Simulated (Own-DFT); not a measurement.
# Energy and forces against displacement in beta-Si3N4, 42 atoms (N24Si18)

These are calculations, not measurements. The program, named Own-DFT, is a retired in-house plane-wave density functional code that no person has reviewed. Each row is one single-point run on a periodic cell that was not relaxed, without spin or spin-orbit coupling.

Settings of every run: PBE; PseudoDojo norm-conserving scalar-relativistic files; cutoff 42 hartree; 3 x 3 x 3 k mesh centred on Gamma; Fermi-Dirac smearing of 0.1 eV.

Known limits, some of them of some rows only: some atoms lie very close together; forces on such cells passed a denser k mesh, each cell not checked; stress not checked against mesh or cutoff.

Cell vectors in Å: (7.606, 0.000, 0.000); (-3.803, 6.587, 0.000); (0.000, 0.000, 8.727). In each run every atom was moved at random and independently from its ideal site; u is the rms move along one axis. E is the free energy for each atom above the fitted value at u = 0, and F the rms of the force components.

| run | u (Å) | E (meV/atom) | F (eV/Å) | largest force (eV/Å) | P (GPa) |
|---|---|---|---|---|---|
| 1 | 0.0185 | 13.9 | 0.729 | 2.49 | 5.43 |
| 2 | 0.0193 | 15.7 | 0.751 | 2.36 | 5.43 |
| 3 | 0.0494 | 122.0 | 2.041 | 8.53 | 8.49 |
| 4 | 0.0498 | 122.2 | 2.095 | 7.95 | 8.62 |
| 5 | 0.0538 | 136.5 | 2.231 | 7.55 | 9.38 |
| 6 | 0.0914 | ? | ? | ? | ? |
| 7 | 0.0945 | 323.6 | 3.536 | 12.32 | 13.06 |
| 8 | 0.1650 | 1067.3 | 7.079 | 35.62 | 31.84 |

## Worked fit

For small independent moves the energy grows as E = (3/2) K u², with K the mean stiffness felt by one atom. The runs with u up to 0.11 Å give K = 29.8 ± 2.3 eV/Å², with residuals divided by u² + 0.0006 Å², since the noise grows with the moves. The scatter is 15.6 meV/atom at u = 0.05 Å. The forces follow F = G u with G = 40.2 eV/Å²; no force at u = 0 is resolved. G exceeds K because the moves of its neighbours add to the force on an atom, and stiffness differs between atoms. At u = 0.165 Å the parabola gives 1215 meV/atom and the run 1067. The pressure follows P = 5.88 + 866 u² GPa: at fixed volume, shortened bonds push harder than stretched ones pull.

## Withheld run

Question: what energy and rms force should run 6 give?

The fit gives 373 ± 54 meV/atom and about 3.67 eV/Å. The calculation gave 389.2 meV/atom and 3.973 eV/Å.
